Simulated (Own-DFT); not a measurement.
## Calculated data, GaN (wurtzite, strained, atoms displaced)

All values are calculated (Own-DFT development build). A calculation, not a measurement: plane-wave PBE density functional theory by an unreviewed code, no spin, of a simulated periodic cell, stress positive in tension, free energy of the whole cell less one offset for each atom, forces on such cells passed a denser k mesh, this cell's mesh not checked; offsets are fitted by least squares, one for each functional and potential file, so energies compare only between cells with the same atoms and settings and are not formation energies; the far tail of each file's local potential was reset to the Coulomb form; each entry is a single point on an unrelaxed cell, so the pressure reflects the starting lattice, mostly measured values (interpolated for alloys), from which strain is counted, and rises with the displacements; printed positions are rounded, which can move forces by about a meV/angstrom; the program, named Own-DFT, is a retired in-house code; no spin-orbit coupling.

Settings shared by all entries: functional PBE; potential files PseudoDojo norm-conserving, scalar-relativistic, standard set with the stringent files for Ga; wave cutoff 96 hartree; occupations Gaussian; smearing width 0.01 eV; k mesh 3 x 4 x 3 centred on Gamma.

(1) GaN (wurtzite, strained, atoms displaced)

```
GaN
1.0
     12.7560     0.0638     0.0000
     -4.7421     8.2613     0.0000
      0.0000     0.0000    10.3700
Ga N Ga N Ga N Ga N Ga N Ga N Ga N Ga N Ga N Ga N Ga N Ga N Ga N Ga N Ga N Ga N Ga N Ga N Ga N Ga N Ga N Ga N Ga N Ga N
2 2 2 2 2 2 2 2 2 2 2 2 2 2 2 2 2 2 2 2 2 2 2 2 2 2 2 2 2 2 2 2 2 2 2 2 2 2 2 2 2 2 2 2 2 2 2 2
Direct
  0.08805 0.22359 0.00338
  0.16665 0.11166 0.24955
  0.08252 0.23217 0.18944
  0.17179 0.11616 0.43762
  0.08660 0.21506 0.50257
  0.15716 0.11350 0.74724
  0.08967 0.22755 0.68669
  0.16773 0.11952 0.92798
  0.08651 0.54906 0.00598
  0.17746 0.45480 0.25098
  0.08832 0.55277 0.18904
  0.16441 0.44267 0.43885
  0.08883 0.56505 0.50069
  0.16570 0.44380 0.74756
  0.08035 0.54674 0.69387
  0.17345 0.44480 0.93582
  0.08477 0.89389 0.98625
  0.16847 0.77571 0.25106
  0.08882 0.89678 0.19657
  0.16520 0.77194 0.43839
  0.08551 0.88984 0.50190
  0.16634 0.78075 0.74578
  0.08264 0.88810 0.68770
  0.16062 0.77519 0.93545
  0.33665 0.22529 0.99734
  0.41435 0.10926 0.24590
  0.32816 0.21546 0.18728
  0.41955 0.11443 0.43810
  0.33207 0.23477 0.50350
  0.41311 0.10931 0.75527
  0.33074 0.22164 0.69365
  0.41366 0.10807 0.94009
  0.32755 0.55936 0.00399
  0.41834 0.45178 0.25105
  0.33678 0.55973 0.18615
  0.41441 0.42941 0.44133
  0.33712 0.55639 0.49625
  0.42403 0.46212 0.74712
  0.33071 0.55644 0.68861
  0.41691 0.44465 0.93673
  0.33193 0.88801 0.00380
  0.41707 0.76788 0.24713
  0.32175 0.87626 0.18287
  0.42130 0.78298 0.44370
  0.33328 0.88485 0.50027
  0.41711 0.77802 0.75473
  0.33684 0.89808 0.69011
  0.41382 0.76864 0.94164
  0.58223 0.22538 0.00928
  0.66649 0.11326 0.24962
  0.58467 0.21218 0.19352
  0.67221 0.12606 0.43706
  0.58440 0.22879 0.49990
  0.66736 0.10841 0.75415
  0.57814 0.21631 0.68442
  0.66783 0.11553 0.93771
  0.57705 0.55149 0.99126
  0.66645 0.44609 0.25105
  0.57801 0.54481 0.19200
  0.66752 0.45242 0.43668
  0.57842 0.55653 0.50533
  0.66237 0.44740 0.75785
  0.57815 0.53702 0.70042
  0.66405 0.44209 0.93077
  0.58469 0.89174 0.99767
  0.67120 0.76739 0.24253
  0.57837 0.87640 0.19635
  0.66717 0.77482 0.43797
  0.58863 0.89306 0.50001
  0.65851 0.76542 0.74937
  0.58130 0.89091 0.68890
  0.66503 0.77303 0.94256
  0.84018 0.23142 0.99334
  0.92413 0.11420 0.23993
  0.83495 0.21525 0.18257
  0.92135 0.11404 0.43769
  0.83129 0.21842 0.50380
  0.91341 0.11800 0.75416
  0.82973 0.21842 0.68574
  0.91494 0.10842 0.94160
  0.83168 0.55810 0.99558
  0.91424 0.44402 0.24517
  0.83537 0.55425 0.20197
  0.92545 0.45709 0.44502
  0.83422 0.56026 0.49362
  0.91062 0.43642 0.75400
  0.83722 0.56146 0.68971
  0.91517 0.43634 0.92803
  0.83136 0.89167 0.00432
  0.91321 0.77361 0.24968
  0.83368 0.88435 0.18355
  0.90804 0.76854 0.44292
  0.83657 0.89402 0.49716
  0.91557 0.77989 0.74706
  0.82666 0.88504 0.67885
  0.92074 0.78888 0.93818
```

* free energy of cell above offsets: -4.339 eV
* pressure: 7.08 GPa
* stress xx: -7.33 GPa
* stress yy: -6.8 GPa
* stress zz: -7.11 GPa
* stress yz: 0.99 GPa
* stress xz: -0.33 GPa
* stress xy: 1.44 GPa

Force:
```tsv
element	x (eV/Å)	y (eV/Å)	z (eV/Å)
Ga	-0.554	0.056	-0.461
Ga	-0.358	0.481	0.287
N	2.072	-0.049	-0.515
N	-0.154	-1.047	0
Ga	-1.38	1.139	-0.696
Ga	2.912	-0.557	-0.095
N	-2.682	-0.187	-0.14
N	0.554	-0.653	1.695
Ga	-0.77	0.74	-1.494
Ga	-1.147	-1.292	0.96
N	-1.232	0.182	0.024
N	1.206	0.345	-0.011
Ga	-0.064	-2.151	1
Ga	0.444	0.323	0.28
N	-0.568	1.152	-0.71
N	-1.45	-0.597	0.28
Ga	0.303	0.473	1.793
Ga	-1.517	-0.191	0.08
N	-0.922	-1.647	-1.352
N	0.281	1.895	-0.052
Ga	-0.494	-0.208	-0.805
Ga	0.674	-0.861	0.509
N	-0.555	0.476	-0.05
N	1.159	-0.305	0.237
Ga	-1.002	-0.233	-0.051
Ga	0.043	-0.639	1.182
N	0.362	1.564	-0.384
N	-0.729	-0.509	-0.406
Ga	1.464	-4.365	1.616
Ga	0.16	1.097	-0.993
N	-0.452	0.756	-0.354
N	0.853	0.211	0.718
Ga	1.942	-0.946	-0.836
Ga	0.294	-1.987	0.072
N	0.137	-1.254	0.374
N	-0.464	4.597	-1.487
Ga	-0.955	-0.104	0.653
Ga	-2.307	-3.238	1.08
N	0.554	0.617	-0.524
N	-0.969	0.275	0.198
Ga	-0.518	-0.468	-1.378
Ga	-1.101	2.219	1.258
N	2.286	1.209	1.185
N	0.272	-0.944	-1.128
Ga	-0.293	1.456	0.164
Ga	-0.802	0.209	-0.716
N	-0.142	-1.835	-0.116
N	-0.036	1.866	-0.239
Ga	0.281	-0.611	-1.294
Ga	2.146	-1.535	0.553
N	-1.998	1.69	-0.915
N	0.236	-1.404	0.039
Ga	-0.351	-0.108	-0.001
Ga	-1.24	0.542	-0.89
N	0.573	0.746	1.297
N	-0.004	-0.237	0.773
Ga	0.516	0.07	1.466
Ga	0.236	-0.968	0.532
N	0.479	0.584	-1.511
N	-0.249	-0.402	0.532
Ga	1.33	-0.214	-0.382
Ga	3.507	-2.136	-2.633
N	-1.007	3.211	-2.651
N	0.366	0.179	3.501
Ga	-0.25	-0.246	0.946
Ga	-1.461	0.659	1.179
N	1.035	1.322	-1.314
N	-0.298	0.156	-0.186
Ga	-0.29	0.575	-0.44
Ga	0.68	1.494	-0.038
N	0.672	-0.95	0.248
N	-0.032	0.532	-0.692
Ga	-0.805	-1.888	1.283
Ga	-1.342	-0.634	1.778
N	-0.983	0.829	0.155
N	-0.229	-0.137	-0.597
Ga	0.791	1.425	-1.347
Ga	1.304	-1.306	-0.75
N	-0.135	0.189	0.88
N	0.587	0.662	-0.472
Ga	0.596	0.169	0.221
Ga	2.156	-1.065	1.701
N	-1.334	-0.059	-2.731
N	-0.606	-1.633	-1.172
Ga	0.174	-1.866	1.647
Ga	0.09	1.277	-2.827
N	-0.86	-1.092	0.049
N	-0.121	2.083	2.905
Ga	0.327	-0.449	-1.464
Ga	1.413	1.226	0.732
N	0.004	0.44	1.081
N	1.159	2.882	-1.331
Ga	-0.437	-0.37	-0.363
Ga	-0.284	0.056	-0.142
N	0.051	0.539	2.086
N	-0.748	-1.295	-0.101
```

(2) GaN (wurtzite, strained, atoms displaced)

```
GaN
1.0
     12.7560     0.0000     0.0638
     -4.7835     8.2853    -0.0239
      0.0518     0.0000    10.3700
Ga N Ga N Ga N Ga N Ga N Ga N Ga N Ga N Ga N Ga N Ga N Ga N Ga N Ga N Ga N Ga N Ga N Ga N Ga N Ga N Ga N Ga N Ga N Ga N
2 2 2 2 2 2 2 2 2 2 2 2 2 2 2 2 2 2 2 2 2 2 2 2 2 2 2 2 2 2 2 2 2 2 2 2 2 2 2 2 2 2 2 2 2 2 2 2
Direct
  0.08301 0.21823 0.99762
  0.16281 0.10405 0.25721
  0.08427 0.21897 0.18434
  0.16502 0.09901 0.43748
  0.08516 0.22798 0.49673
  0.16376 0.11796 0.75141
  0.08984 0.21923 0.69168
  0.16172 0.11496 0.93960
  0.08424 0.54837 0.99447
  0.16006 0.44613 0.24866
  0.07942 0.54754 0.19198
  0.16859 0.44923 0.44600
  0.08200 0.55346 0.50067
  0.16949 0.44733 0.73796
  0.08614 0.56031 0.70024
  0.16918 0.44736 0.93681
  0.08892 0.89206 0.00098
  0.16915 0.77796 0.25053
  0.08489 0.89361 0.18412
  0.16635 0.78074 0.44698
  0.08178 0.88340 0.49829
  0.17131 0.77825 0.74993
  0.08696 0.88983 0.68678
  0.17239 0.78987 0.95077
  0.34058 0.22204 0.99571
  0.42004 0.11589 0.25235
  0.32661 0.22023 0.18706
  0.41876 0.10895 0.43623
  0.33495 0.22920 0.50577
  0.42615 0.10853 0.74853
  0.33944 0.22525 0.68237
  0.41859 0.11188 0.93876
  0.33161 0.55813 0.00354
  0.41158 0.43883 0.25249
  0.33362 0.54973 0.19767
  0.42128 0.45248 0.43583
  0.33544 0.55429 0.49714
  0.42500 0.44568 0.75482
  0.33415 0.55516 0.69015
  0.40998 0.44288 0.94388
  0.33408 0.89444 0.99626
  0.42238 0.77594 0.24878
  0.32880 0.88949 0.19047
  0.42143 0.78540 0.44370
  0.33287 0.88917 0.50488
  0.41482 0.77526 0.75696
  0.32970 0.88101 0.68436
  0.41319 0.77873 0.93772
  0.57874 0.21391 0.99746
  0.66089 0.10719 0.25002
  0.58003 0.22180 0.18667
  0.66756 0.11846 0.44444
  0.58485 0.21723 0.49654
  0.66871 0.10607 0.75175
  0.58109 0.22521 0.68862
  0.66986 0.11173 0.93385
  0.58588 0.56241 0.00375
  0.66807 0.45529 0.24715
  0.58425 0.55289 0.18255
  0.66563 0.44044 0.43354
  0.57693 0.55446 0.50368
  0.67118 0.44809 0.75775
  0.58123 0.54731 0.69134
  0.66281 0.44155 0.93471
  0.58292 0.88874 0.00035
  0.66038 0.77443 0.24355
  0.58438 0.89023 0.18863
  0.66937 0.78176 0.44501
  0.58205 0.88521 0.50419
  0.66999 0.78259 0.75284
  0.58289 0.89498 0.68822
  0.66960 0.78218 0.94246
  0.83583 0.23408 0.99633
  0.91167 0.10951 0.25633
  0.82695 0.21836 0.19118
  0.91773 0.10239 0.44029
  0.83392 0.22174 0.50396
  0.91516 0.11355 0.75718
  0.83982 0.22361 0.68819
  0.90737 0.10960 0.94108
  0.83648 0.55240 0.00084
  0.92090 0.44548 0.24292
  0.83708 0.55723 0.18770
  0.91922 0.45140 0.43273
  0.83497 0.55886 0.49138
  0.91703 0.44855 0.74289
  0.83975 0.56056 0.69077
  0.91706 0.43545 0.94162
  0.83434 0.88925 0.00677
  0.90843 0.76766 0.24889
  0.83383 0.88475 0.18716
  0.92304 0.78184 0.44171
  0.82495 0.88290 0.49229
  0.92521 0.78332 0.75060
  0.82644 0.88748 0.68280
  0.91213 0.78118 0.93430
```

* free energy of cell above offsets: -5.329 eV
* pressure: 6.96 GPa
* stress xx: -8.2 GPa
* stress yy: -6.04 GPa
* stress zz: -6.65 GPa
* stress yz: 0.17 GPa
* stress xz: 1.18 GPa
* stress xy: 0.17 GPa

Force:
```tsv
element	x (eV/Å)	y (eV/Å)	z (eV/Å)
Ga	-1.485	0.973	0.57
Ga	-0.111	0.589	-1.379
N	-1.022	0.323	1.236
N	-0.293	2.142	0.995
Ga	0.693	-1.637	0.623
Ga	3.202	-1.591	0.382
N	-3.295	1.427	-1.48
N	2.367	-0.791	-0.785
Ga	-0.318	1.261	0.639
Ga	1.975	-1.334	0.511
N	0.379	1.874	-1.405
N	0.047	-0.373	-1.022
Ga	-0.5	0.992	0.512
Ga	0.137	-0.644	1.639
N	-0.188	-0.807	-1.532
N	0.176	-0.589	-0.375
Ga	-1.907	0.523	-0.092
Ga	-1.209	-0.043	0.388
N	-0.257	-1.558	1.135
N	1.13	-1.135	-1.323
Ga	0.055	0.78	1.061
Ga	-1.28	0.806	0.935
N	0.223	0.421	0.523
N	0.062	-2.297	-2.111
Ga	-2.309	0.198	1.041
Ga	-1.338	-0.646	-0.285
N	1.269	0.012	0.102
N	-0.598	0.488	0.802
Ga	0.425	-1.151	-1.751
Ga	-2.354	-0.442	-0.254
N	-0.301	-0.431	2.373
N	0.026	-0.419	-1.022
Ga	-0.04	-0.548	0.25
Ga	0.86	-0.537	-0.825
N	-1.147	1.044	-0.963
N	-0.502	-1.097	0.176
Ga	-0.398	1.213	0.815
Ga	-1.915	-0.78	0.175
N	1.081	0.236	-0.504
N	1.399	0.685	-0.45
Ga	0.399	-0.302	1.65
Ga	-2.036	0.109	0.864
N	2.024	0.115	-0.479
N	-0.224	-1.113	-1.005
Ga	0.007	0.262	-1.413
Ga	0.215	-0.054	-1.66
N	1.055	1.026	1.669
N	0.775	0.204	1.114
Ga	0.959	1.186	0.4
Ga	0.117	1.2	0.684
N	0.798	0.526	-0.287
N	1.884	-1.758	-1.118
Ga	-1.774	1.212	0.938
Ga	-0.58	1.427	-0.858
N	2.387	0.404	-0.353
N	-0.658	-0.182	1.041
Ga	-0.284	-0.946	-1.629
Ga	0.977	-1.686	0.3
N	-1.224	0.514	1.335
N	-0.453	0.95	0.493
Ga	2.035	0.188	0.101
Ga	0.137	-0.207	-2.01
N	0.782	1.799	-0.283
N	0.562	0.123	2.112
Ga	-0.036	0.355	-0.478
Ga	1.262	0.123	1.105
N	-0.114	-0.131	-0.461
N	-1.911	-1.696	-2.036
Ga	-0.06	1.129	-0.186
Ga	-0.531	-0.775	-0.164
N	0.289	-1.388	0.743
N	-0.532	-0.339	-0.273
Ga	-0.105	-3.383	1.721
Ga	0.788	0.179	-1.284
N	0.434	0.249	-0.445
N	-0.792	1.404	0.019
Ga	0.172	0.261	-1.029
Ga	1.083	-0.933	-0.918
N	-0.998	0.433	0.152
N	1.366	0.165	0.204
Ga	-0.891	0.636	-0.791
Ga	-1.534	-1.142	1.106
N	-0.382	-1.003	-0.4
N	0.539	-1.095	0.634
Ga	-0.454	-0.326	1.11
Ga	0.509	-0.538	1.007
N	-1.011	-0.222	-0.842
N	-0.498	3.31	-1.428
Ga	-0.143	0.469	-1.143
Ga	1.514	1.984	0.495
N	-1.065	0.145	1.314
N	-1.851	-0.762	-1.201
Ga	2.632	0.725	1.727
Ga	-1.381	0.074	-0.582
N	1.581	0.642	0.492
N	1.501	-0.68	0.907
```

(3) GaN (wurtzite, strained, atoms displaced)

```
GaN
1.0
     12.7560     0.0638     0.0000
     -4.7421     8.2613     0.0000
      0.0000     0.0000    10.3700
Ga N Ga N Ga N Ga N Ga N Ga N Ga N Ga N Ga N Ga N Ga N Ga N Ga N Ga N Ga N Ga N Ga N Ga N Ga N Ga N Ga N Ga N Ga N Ga N
2 2 2 2 2 2 2 2 2 2 2 2 2 2 2 2 2 2 2 2 2 2 2 2 2 2 2 2 2 2 2 2 2 2 2 2 2 2 2 2 2 2 2 2 2 2 2 2
Direct
  0.08720 0.22772 0.00254
  0.16986 0.11785 0.25556
  0.07753 0.22401 0.18347
  0.16770 0.11470 0.44608
  0.07405 0.21611 0.50288
  0.16132 0.10278 0.74771
  0.07733 0.21495 0.69991
  0.17586 0.11389 0.93782
  0.08659 0.56010 0.99919
  0.16146 0.44408 0.25442
  0.08402 0.55468 0.19697
  0.17050 0.44823 0.44314
  0.08853 0.56000 0.50450
  0.16944 0.45615 0.75230
  0.08274 0.55022 0.68863
  0.16396 0.44025 0.94238
  0.08214 0.88225 0.00204
  0.16600 0.78270 0.25643
  0.07191 0.87951 0.19067
  0.17143 0.77262 0.44263
  0.08525 0.89153 0.49935
  0.17176 0.77774 0.75879
  0.08381 0.89575 0.69385
  0.15874 0.77011 0.94034
  0.33862 0.23315 0.00273
  0.40953 0.10264 0.25668
  0.34137 0.23075 0.18369
  0.41083 0.09946 0.43529
  0.32956 0.21661 0.49419
  0.41166 0.10473 0.74785
  0.33132 0.22730 0.68635
  0.41342 0.10594 0.93022
  0.33760 0.55469 0.00580
  0.41443 0.44460 0.25152
  0.33871 0.55535 0.17934
  0.41700 0.44734 0.43921
  0.33764 0.56388 0.50105
  0.41507 0.44533 0.75473
  0.33838 0.55242 0.68054
  0.41514 0.43286 0.93563
  0.32897 0.89186 0.99914
  0.41914 0.77784 0.24431
  0.33282 0.89032 0.19012
  0.41907 0.77548 0.43765
  0.33515 0.89614 0.49608
  0.42192 0.77342 0.74452
  0.33185 0.88118 0.68639
  0.41672 0.77984 0.93595
  0.58138 0.22064 0.00076
  0.65951 0.10370 0.25166
  0.58664 0.23070 0.18826
  0.66581 0.11262 0.43479
  0.58648 0.22057 0.50419
  0.66884 0.12400 0.75354
  0.58066 0.21386 0.68621
  0.67049 0.11037 0.93990
  0.58522 0.55660 0.99574
  0.66225 0.43656 0.24866
  0.58276 0.55521 0.18814
  0.66765 0.45260 0.43095
  0.58356 0.55393 0.50702
  0.67240 0.45705 0.74197
  0.58324 0.56552 0.69630
  0.67141 0.43639 0.93665
  0.58220 0.87877 0.00270
  0.66135 0.78120 0.25303
  0.58044 0.88550 0.18190
  0.67043 0.78581 0.43865
  0.58344 0.88906 0.50354
  0.66290 0.76907 0.74661
  0.58158 0.88527 0.68657
  0.66340 0.77353 0.93219
  0.82560 0.21020 0.00022
  0.92532 0.12625 0.25438
  0.84262 0.23256 0.18561
  0.91803 0.11496 0.43659
  0.83498 0.22359 0.49919
  0.91999 0.11740 0.74846
  0.82585 0.21268 0.68538
  0.91307 0.11409 0.94145
  0.82809 0.55135 0.00030
  0.90986 0.44657 0.24577
  0.83458 0.55608 0.19240
  0.92139 0.45026 0.43862
  0.83284 0.55504 0.49682
  0.91785 0.44187 0.74733
  0.83700 0.56589 0.68824
  0.92255 0.44270 0.94575
  0.83692 0.88847 0.00113
  0.91623 0.77860 0.25873
  0.83866 0.89608 0.18267
  0.91010 0.76885 0.43817
  0.84127 0.89794 0.50674
  0.90979 0.77610 0.74946
  0.82817 0.87991 0.68352
  0.91823 0.77707 0.93897
```

- free energy of cell above offsets: -4.705 eV
- pressure: 7.08 GPa
- stress xx: -5.86 GPa
- stress yy: -7.11 GPa
- stress zz: -8.29 GPa
- stress yz: 0.4 GPa
- stress xz: -0.23 GPa
- stress xy: 1.22 GPa

Force:
```tsv
element	x (eV/Å)	y (eV/Å)	z (eV/Å)
Ga	-0.257	-1.603	-1.219
Ga	-0.516	-0.499	-1.302
N	2.476	0.606	1.452
N	-0.926	-0.645	-1.302
Ga	1.512	1.804	1.088
Ga	0.724	2.266	1.266
N	0.872	1.736	-1.864
N	-1.226	-0.667	0.626
Ga	-0.105	-1.751	1.644
Ga	1.096	0.232	-0.188
N	-0.781	1.088	-1.033
N	-0.03	-0.959	-0.177
Ga	-0.456	-0.884	-0.642
Ga	1.564	-1.734	0.328
N	-0.702	1.151	0.288
N	0.991	1.598	-0.734
Ga	-0.993	1.392	0.076
Ga	0.06	-1.121	-0.655
N	1.947	1.796	0.245
N	-1.345	1.4	-0.228
Ga	-0.045	-1.164	0.759
Ga	-1.135	0.031	-1.587
N	0.384	-2.77	-1.21
N	1.346	1.254	0.035
Ga	0.178	-2.828	-0.664
Ga	0.838	1.46	-1.838
N	-0.862	-1.371	1.669
N	0.354	2.719	0.714
Ga	0.748	1.643	1.498
Ga	-0.27	0.514	-0.544
N	0.666	-0.856	-0.377
N	0.268	0.757	1.41
Ga	-0.732	0.074	-2.679
Ga	1.108	0.664	0.23
N	-1.284	0.063	2.753
N	0.469	-0.599	-0.078
Ga	-0.004	-1.224	-0.806
Ga	0.311	-0.884	-0.913
N	-1.42	0.288	1.751
N	0.027	2.957	0.161
Ga	0.756	-0.477	0.036
Ga	-0.771	-0.605	0.77
N	-0.175	-0.501	-0.506
N	-0.489	1.198	-0.798
Ga	0.861	-2.656	1.265
Ga	-0.986	0.215	0.792
N	0.016	0.326	-0.012
N	-0.082	-0.603	0.21
Ga	0.154	-0.755	-0.329
Ga	0.989	1.299	-0.995
N	-0.485	-2.803	-0.234
N	0.507	-0.258	0.538
Ga	-0.844	0.589	-1.193
Ga	0.587	-2.258	0.374
N	-1.141	1.699	0.174
N	-1.857	-0.963	-0.202
Ga	0.318	-0.654	0.65
Ga	0.014	2.341	-0.177
N	-0.162	0.306	-0.371
N	0.215	-1.318	1.952
Ga	-0.557	0.79	-1.148
Ga	-0.126	-1.551	1.141
N	0.444	-3.464	-1.565
N	-1.731	0.551	-0.88
Ga	-0.554	0.97	-1.837
Ga	2.194	-0.487	-0.326
N	-0.121	0.74	1.101
N	0.284	-0.487	0.475
Ga	0.173	0.12	-0.487
Ga	-0.257	3.602	0.741
N	0.563	1.146	0.478
N	0.895	0.177	0.593
Ga	1.053	2.03	0.725
Ga	-1.438	-1.908	-1.365
N	-1.488	-1.582	0.818
N	-0.176	-0.462	0.547
Ga	-0.81	0.501	-0.412
Ga	-1.453	-1.656	1.549
N	0.686	1.302	-0.061
N	1.674	-0.848	-1.01
Ga	1.856	0.499	0.491
Ga	2.089	-0.144	0.742
N	-1.833	0.619	-0.809
N	-0.128	-0.602	0.283
Ga	0.123	-0.542	0.292
Ga	-0.506	-0.001	1.151
N	0.492	-1.863	-0.696
N	-1.384	-0.198	-1.315
Ga	-0.62	0.409	-0.483
Ga	-1.49	-0.421	-1.548
N	-0.84	-0.236	1.866
N	0.864	2.025	1.055
Ga	-0.957	-1.237	-1.836
Ga	1.478	1.203	0.819
N	-0.315	1.348	1.401
N	-0.359	-0.395	-0.389
```
